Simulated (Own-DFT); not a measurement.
Simulation results for Hf₃₆O₇₁ (tetragonal hafnia with one neutral oxygen vacancy, atoms displaced)

A calculation, not a measurement: plane-wave PBE and HSE06 DFT by an unreviewed code, no spin, of a simulated cell at Gamma alone, so results move with cell size and shape, stress positive in tension, energies less offsets, not probed for a lower state with spin; hafnium file: forces about 75 meV/angstrom off all-electron values; oxygen file: force components 24 meV/angstrom off all-electron in a glass; k mesh not checked against a denser one; forces and stress are PBE's, HSE06 gives the energy alone, and its difference from PBE has offsets of its own; offsets are fitted by least squares, one for each functional and potential file, so energies compare only between cells with the same atoms and settings and are not formation energies; the far tail of each file's local potential was reset to the Coulomb form; each entry is a single point on an unrelaxed cell, so the pressure reflects the starting lattice, taken from the Materials Project, from which strain is counted, and rises with the displacements; printed positions are rounded, which can move forces by about a meV/angstrom; the program is a retired in-house code; no spin-orbit coupling. Program: Own-DFT development build.

Common to all runs: first functional PBE; second functional HSE06; exact exchange share 0.25; screening 0.11 1/bohr; exchange divergence Gygi-Baldereschi; potential files PseudoDojo norm-conserving, scalar-relativistic, made for PBE, standard set; wave cutoff 48 hartree; occupations fixed; k mesh 1 x 1 x 1 centred on Gamma.

(1) Hf₃₆O₇₁ (tetragonal hafnia with one neutral oxygen vacancy, atoms displaced)

```
CELL_PARAMETERS angstrom
10.78000 0.00000 0.00000
0.00000 10.78000 0.00000
0.00000 0.00000 10.44930
ATOMIC_POSITIONS crystal
Hf 0.99730 0.00881 0.01677
Hf 0.16541 0.17006 0.25372
O 0.01310 0.17152 0.15486
O 0.15917 0.99731 0.34471
O 0.00464 0.17763 0.38950
O 0.16236 0.99749 0.10457
Hf 0.99614 0.99676 0.50907
Hf 0.15531 0.15889 0.74952
O 0.01209 0.16126 0.66552
O 0.15994 0.99880 0.85228
O 0.00588 0.17175 0.89812
O 0.16859 0.99872 0.59647
Hf 0.98895 0.33726 0.01173
Hf 0.16344 0.50208 0.25167
O 0.99763 0.50661 0.14595
O 0.16594 0.34675 0.35574
O 0.99033 0.50058 0.40295
O 0.16476 0.33641 0.09863
Hf 0.00132 0.32976 0.49390
Hf 0.16593 0.49645 0.75396
O 0.00655 0.49880 0.65335
O 0.16107 0.32439 0.86253
O 0.98895 0.49907 0.89461
O 0.18137 0.33532 0.59228
Hf 0.98648 0.66173 0.99558
Hf 0.17177 0.83323 0.26085
O 0.00284 0.81905 0.16422
O 0.17567 0.66875 0.35429
O 0.99287 0.82378 0.39808
O 0.17527 0.65355 0.10625
Hf 0.00409 0.66425 0.50612
Hf 0.17212 0.83774 0.77031
O 0.00639 0.82994 0.64388
O 0.18379 0.68347 0.84135
O 0.99915 0.83846 0.90837
O 0.15509 0.65388 0.60260
Hf 0.33369 0.99641 0.00294
Hf 0.50489 0.17089 0.26108
O 0.33460 0.17203 0.16035
O 0.50436 0.00422 0.33658
O 0.33539 0.15488 0.41575
O 0.49011 0.01504 0.10200
Hf 0.33061 0.00317 0.50111
Hf 0.49380 0.17728 0.75033
O 0.31840 0.16509 0.65068
O 0.49963 0.99389 0.85206
O 0.33901 0.16660 0.89980
O 0.49552 0.99373 0.60719
Hf 0.32863 0.33474 0.99990
Hf 0.50254 0.50711 0.24315
O 0.34614 0.51063 0.15729
O 0.49340 0.32207 0.34687
O 0.32650 0.49330 0.42099
O 0.50008 0.34084 0.10007
Hf 0.33102 0.33185 0.50506
Hf 0.49002 0.50103 0.76695
O 0.32957 0.48268 0.65100
O 0.50864 0.33794 0.85220
O 0.34128 0.49746 0.90278
O 0.50108 0.32936 0.59915
Hf 0.32325 0.66171 0.99826
Hf 0.50663 0.83269 0.25521
O 0.33942 0.83155 0.14123
O 0.50201 0.66667 0.34087
O 0.32558 0.84790 0.40821
O 0.50689 0.66756 0.10164
Hf 0.34123 0.65617 0.48643
Hf 0.50853 0.84809 0.74114
O 0.33454 0.83460 0.64896
O 0.50552 0.68098 0.85288
O 0.32732 0.82994 0.90749
O 0.50259 0.66568 0.59397
Hf 0.65117 0.00277 0.99018
Hf 0.83636 0.16736 0.24483
O 0.66753 0.16142 0.15530
O 0.82813 0.99334 0.35793
O 0.67094 0.16133 0.41464
O 0.83467 0.99442 0.10659
Hf 0.67052 0.99285 0.49801
Hf 0.82026 0.16776 0.75083
O 0.66361 0.17226 0.63490
O 0.83392 0.98199 0.84339
O 0.65165 0.14866 0.89907
O 0.84618 0.99812 0.59874
Hf 0.67166 0.32943 0.99291
Hf 0.83629 0.49293 0.26149
O 0.66410 0.49433 0.13524
O 0.83167 0.33617 0.34558
O 0.66675 0.49378 0.40697
Hf 0.66261 0.34590 0.50378
Hf 0.82501 0.50126 0.73682
O 0.67452 0.50193 0.64645
O 0.82397 0.34581 0.84999
O 0.66377 0.50383 0.90859
O 0.83092 0.33363 0.60621
Hf 0.66588 0.66036 0.00347
Hf 0.85617 0.83342 0.25227
O 0.67367 0.84638 0.16156
O 0.84391 0.67284 0.35511
O 0.66145 0.83516 0.41906
O 0.82722 0.66479 0.10198
Hf 0.65827 0.68212 0.50898
Hf 0.82799 0.83391 0.76001
O 0.66995 0.83389 0.64126
O 0.83378 0.67302 0.85958
O 0.66373 0.83055 0.90120
O 0.83260 0.67483 0.60093
```

```
PBE energy of cell above offsets : -86.871 eV
HSE06 less PBE above offsets     : 0.497 eV
PBE pressure                     : 5.66 GPa
PBE stress xx                    : -3.63 GPa
PBE stress yy                    : -8.22 GPa
PBE stress zz                    : -5.14 GPa
PBE stress yz                    : 0.28 GPa
PBE stress xz                    : 0.17 GPa
PBE stress xy                    : -0.27 GPa
```

Force:
```csv
element,x (eV/Å),y (eV/Å),z (eV/Å)
Hf,0.841,-0.707,-2.63
Hf,2.611,-0.52,0.792
O,-3.014,0.203,-1.406
O,-0.394,1.228,0.377
O,-0.601,-1.29,1.368
O,0.565,0.065,-0.128
Hf,3.018,-1.826,-1.672
Hf,5.452,0.318,3.255
O,-6.964,0.805,-4.286
O,0.48,1.494,1.129
O,-2.35,-0.479,2.201
O,-1.143,0.356,0.196
Hf,1.7,-0.22,-1.997
Hf,0.687,0.922,-0.791
O,-0.402,-1.255,0.672
O,-0.116,-1.827,-0.811
O,0.528,-1.095,-0.652
O,-0.067,0.924,0.89
Hf,0.933,1.536,1.395
Hf,-0.496,0.206,-1.186
O,-1.614,-0.998,-0.045
O,0.92,1.979,-1.465
O,1.199,0.096,1.122
O,-5.744,-0.204,1.77
Hf,-0.29,1.115,0.729
Hf,0.806,0.512,-1.227
O,3.346,0.035,-2.82
O,0.038,-1.16,-0.129
O,1.608,1.992,1.017
O,-1.926,0.128,-0.857
Hf,-1.668,1.431,0.432
Hf,-0.296,2.386,-5.12
O,-0.441,0.632,1.261
O,-0.703,-7.034,2.685
O,0.309,-0.889,0.769
O,3.649,-0.402,-0.113
Hf,-0.534,-0.067,0.309
Hf,-0.421,-1.866,-2.688
O,-1.115,0.494,0.059
O,0.356,-1.675,2.063
O,-0.474,3.547,-2.544
O,1.324,-0.714,-1.352
Hf,-0.048,-1.704,3.05
Hf,-1.433,-1.509,-1.38
O,2.849,0.319,1.11
O,-0.384,1.388,0.302
O,0.729,0.424,0.579
O,1.216,1.115,-1.026
Hf,0.436,-2.431,1.252
Hf,2.038,-2.357,-0.813
O,-2.945,-0.743,-0.062
O,0.24,4.155,1.727
O,0.809,0.833,-3.011
O,0.113,-0.708,-1.22
Hf,2.368,-2.137,-0.557
Hf,0.835,2.268,-1.553
O,1.468,1.528,2.034
O,0.179,-0.982,-0.135
O,-0.427,0.164,-0.548
O,-0.365,0.166,1.02
Hf,2.115,2.404,1.003
Hf,0.357,1.67,-2.602
O,-0.434,0.01,1.912
O,-0.761,0.024,2.196
O,0.714,-3.469,-2.104
O,-0.73,-0.144,0.149
Hf,-1.957,3.362,2.945
Hf,-2.273,-2.214,0.363
O,-0.04,-0.671,1.402
O,-0.761,-2.349,-1.248
O,0.234,1.526,-0.074
O,-1.859,-0.625,0.817
Hf,0.149,-5.111,4.451
Hf,-1.244,-1.465,1.139
O,1.031,1.109,-0.662
O,0.922,1.209,-0.556
O,0.135,1.602,-1.867
O,0.786,1.393,-0.52
Hf,0.018,3.064,0.827
Hf,1.089,-0.312,-0.923
O,0.644,-0.881,3.887
O,-0.524,6.444,1.856
O,1.697,5.299,-2.571
O,-3.523,1.039,1.724
Hf,-1.408,1.304,2.039
Hf,-0.999,4.176,-1.092
O,1.558,-0.687,2.216
O,0.173,-2.201,0.349
O,-0.146,2.853,-2.064
Hf,0.004,-3.428,0.471
Hf,3.116,1.424,1.396
O,-3.266,-0.309,0.076
O,-0.675,-2.914,0.709
O,-0.216,-1.322,-2.028
O,1.211,-0.494,-0.608
Hf,-0.319,1.837,0.046
Hf,-4.734,-0.557,1.333
O,-1.357,-0.55,0.398
O,-1.624,-1.932,-0.993
O,-1.132,-0.744,-3.371
O,1.077,0.1,0.128
Hf,3.496,-2.94,-0.583
Hf,1.729,-3.602,-2.572
O,0.142,0.523,1.687
O,0.171,-1.283,-0.705
O,0.374,0.986,-0.203
O,-0.227,-1.124,0.486
```

(2) Hf₃₆O₇₁ (tetragonal hafnia with one neutral oxygen vacancy, atoms displaced)

```
CELL_PARAMETERS angstrom
10.78000 0.00000 0.00000
0.00000 10.78000 0.00000
0.00000 0.00000 10.44930
ATOMIC_POSITIONS crystal
Hf 0.00931 0.99329 0.00219
Hf 0.17386 0.17737 0.25175
O 0.99720 0.16142 0.16215
O 0.16849 0.99036 0.34180
O 0.99510 0.15344 0.39461
O 0.16418 0.00010 0.09986
Hf 0.99436 0.99082 0.50092
Hf 0.16340 0.17149 0.74264
O 0.99288 0.16555 0.64450
O 0.17171 0.98376 0.85266
O 0.17074 0.99505 0.60365
Hf 0.00549 0.33627 0.98520
Hf 0.17943 0.50328 0.24382
O 0.00560 0.49694 0.15809
O 0.15985 0.33237 0.35155
O 0.00509 0.50592 0.38184
O 0.17045 0.34248 0.08095
Hf 0.00521 0.32879 0.50359
Hf 0.16839 0.50058 0.74940
O 0.99608 0.49536 0.65204
O 0.17003 0.32267 0.84934
O 0.01774 0.49221 0.88490
O 0.16445 0.33309 0.58790
Hf 0.99933 0.66432 0.99320
Hf 0.16299 0.83156 0.22974
O 0.99753 0.83441 0.15675
O 0.15486 0.65861 0.34272
O 0.99971 0.81594 0.40539
O 0.17144 0.66609 0.10935
Hf 0.99404 0.67224 0.48578
Hf 0.17021 0.83542 0.73237
O 0.00614 0.83894 0.65461
O 0.17899 0.67361 0.84501
O 0.01224 0.83888 0.89326
O 0.16698 0.67397 0.59581
Hf 0.34660 0.99153 0.00511
Hf 0.49421 0.17479 0.25485
O 0.33224 0.17569 0.14743
O 0.51175 0.99530 0.33910
O 0.34485 0.16906 0.40339
O 0.50127 0.99772 0.09198
Hf 0.32223 0.99222 0.50863
Hf 0.49179 0.16500 0.75294
O 0.34058 0.15192 0.65147
O 0.51426 0.00761 0.84325
O 0.34063 0.15457 0.90967
O 0.51101 0.00409 0.60720
Hf 0.32931 0.33308 0.00578
Hf 0.49274 0.49873 0.25740
O 0.33433 0.50639 0.15463
O 0.49972 0.33210 0.35156
O 0.32608 0.50095 0.40287
O 0.50468 0.32209 0.08609
Hf 0.33491 0.32516 0.51663
Hf 0.50575 0.49826 0.73798
O 0.34496 0.50617 0.67435
O 0.49130 0.32660 0.86133
O 0.33670 0.49123 0.91026
O 0.49885 0.32356 0.60212
Hf 0.33504 0.66468 0.00339
Hf 0.50108 0.82555 0.24399
O 0.33509 0.83055 0.14966
O 0.50250 0.67545 0.34132
O 0.34189 0.83353 0.39677
O 0.49883 0.67554 0.09750
Hf 0.34281 0.66989 0.50643
Hf 0.50502 0.84397 0.74172
O 0.33505 0.82217 0.65569
O 0.49919 0.66688 0.85249
O 0.33776 0.82438 0.91157
O 0.50867 0.66637 0.61338
Hf 0.65282 0.00066 0.99684
Hf 0.82245 0.14939 0.25253
O 0.66795 0.15647 0.15049
O 0.84509 0.00893 0.36353
O 0.66403 0.16814 0.38832
O 0.82894 0.99615 0.09181
Hf 0.66583 0.00406 0.50151
Hf 0.84041 0.16409 0.75083
O 0.67980 0.16438 0.64400
O 0.83720 0.99111 0.85325
O 0.65615 0.16865 0.90011
O 0.83904 0.00399 0.60622
Hf 0.67528 0.32632 0.01103
Hf 0.82469 0.50253 0.24513
O 0.67089 0.49529 0.15170
O 0.84261 0.33595 0.34905
O 0.64819 0.50004 0.40228
O 0.81536 0.33066 0.10928
Hf 0.67203 0.33274 0.49403
Hf 0.82598 0.49863 0.74964
O 0.66791 0.50734 0.65313
O 0.83094 0.32250 0.85001
O 0.66049 0.50387 0.90006
O 0.82471 0.32782 0.59579
Hf 0.68217 0.66776 0.00074
Hf 0.83562 0.82786 0.24931
O 0.66850 0.83222 0.13501
O 0.83444 0.66301 0.35185
O 0.65785 0.83673 0.40234
O 0.83584 0.66735 0.08936
Hf 0.66781 0.67612 0.50968
Hf 0.83333 0.83249 0.75713
O 0.66258 0.83037 0.66093
O 0.83846 0.66074 0.83965
O 0.65809 0.83448 0.90567
O 0.82724 0.66986 0.60700
```

```
PBE energy of cell above offsets : -86.289 eV
HSE06 less PBE above offsets     : 0.642 eV
PBE pressure                     : 5.01 GPa
PBE stress xx                    : -9.15 GPa
PBE stress yy                    : -1.62 GPa
PBE stress zz                    : -4.26 GPa
PBE stress yz                    : 0.1 GPa
PBE stress xz                    : -1.31 GPa
PBE stress xy                    : -0.21 GPa
```

Force:
```csv
element,x (eV/Å),y (eV/Å),z (eV/Å)
Hf,-1.366,1.85,-0.77
Hf,-2.676,-2.354,-0.068
O,0.883,0.603,-1.401
O,0.49,1.014,1.144
O,1.646,1.563,2.381
O,1.598,-0.582,0.105
Hf,0.222,1.118,-0.665
Hf,-0.187,-2.665,2.016
O,2.72,0.553,0.334
O,-0.184,2.754,-1.002
O,-1.384,0.642,-0.406
Hf,-0.761,-1.6,2.036
Hf,-4.368,0.037,2.553
O,-1.617,0.286,-2.797
O,0.688,-0.073,-0.56
O,-0.801,-0.908,3.142
O,-2.98,-0.314,2.581
Hf,-3.844,1.038,-3.843
Hf,-0.244,1.772,0.729
O,0.481,-0.485,-0.337
O,-0.419,0.589,-1.319
O,-0.921,1.606,1.681
O,1.964,-0.391,3.005
Hf,2.434,-0.056,-0.47
Hf,2.465,-0.335,2.876
O,-1.195,-0.404,-1.537
O,1.288,2.462,0.161
O,-0.556,7.096,-3.083
O,-1.591,0.141,-2.085
Hf,1.303,-7.662,3.236
Hf,-0.936,-1.034,3.954
O,-2.349,-0.123,-1.208
O,-1.041,-1.828,-0.025
O,-1.536,-2.892,1.632
O,0.449,-1.053,-0.696
Hf,-3.704,-0.352,-1.828
Hf,1.336,-1.783,-1.094
O,-0.153,-0.414,1.352
O,-0.425,1.3,0.141
O,-1.09,-0.844,0.644
O,-0.495,0.004,1.895
Hf,2.762,0.259,-3.077
Hf,3.249,2.533,2.093
O,-3.044,0.979,-0.899
O,-1.017,-2.409,0.773
O,-0.551,0.666,-1.031
O,-1.925,-0.944,-1.267
Hf,4.556,-1.524,-3.009
Hf,1.909,0.753,-0.39
O,2.196,-0.836,-0.787
O,-0.552,0.96,-0.082
O,1.238,-0.35,1.212
O,-0.837,0.574,3.261
Hf,1.214,0.535,-3.07
Hf,1.887,0.1,6.432
O,-4.073,-0.421,-3.524
O,-0.077,0.695,-3.221
O,-1.34,1.426,0.005
O,0.673,0.727,-0.005
Hf,1.512,-0.478,-1.888
Hf,0.341,2.018,-0.695
O,-0.544,0.579,0.233
O,-0.484,-3.054,1.909
O,-0.372,-0.564,1.833
O,1.292,-0.895,0.421
Hf,-1.251,0.265,-0.87
Hf,-1.144,-2.075,3.916
O,1.677,1.105,-2.003
O,-0.096,-0.248,-1.381
O,0.728,2.361,-0.753
O,-1.159,0.17,-2.243
Hf,3.331,0.978,-0.559
Hf,2.182,3.236,-1.442
O,-1.633,0.037,-0.268
O,-1.298,-4.729,-0.277
O,0.197,-0.058,1.355
O,0.965,-0.136,1.243
Hf,0.155,1.18,-0.384
Hf,-2.465,-1.406,0.248
O,-1.565,-0.183,0.21
O,0.161,1.532,-0.564
O,1.28,-0.406,0.189
O,-0.915,-1.557,-0.549
Hf,-3.728,0.094,-3.654
Hf,3.483,-2.742,1.698
O,-2.593,1.268,-0.192
O,-1.289,-0.056,0.205
O,0.79,0.833,0.571
O,5.239,0.329,0.659
Hf,0.02,-0.741,-0.307
Hf,0.341,-1.421,-0.733
O,0.859,-0.8,-1.565
O,1.176,1.824,0.568
O,1.629,-0.98,0.233
O,1.903,0.968,0.598
Hf,-6.16,0.013,-2.042
Hf,-1.911,1.478,-0.288
O,1.018,-0.561,2.712
O,-1.25,1.025,-0.595
O,1.67,-0.559,0.461
O,2.583,-0.006,1.825
Hf,-0.011,-0.949,-0.985
Hf,0.65,0.932,-0.845
O,2.649,0.196,-1.785
O,0.59,0.774,2.327
O,1.067,-0.917,-1.31
O,0.972,0.329,-1.042
```
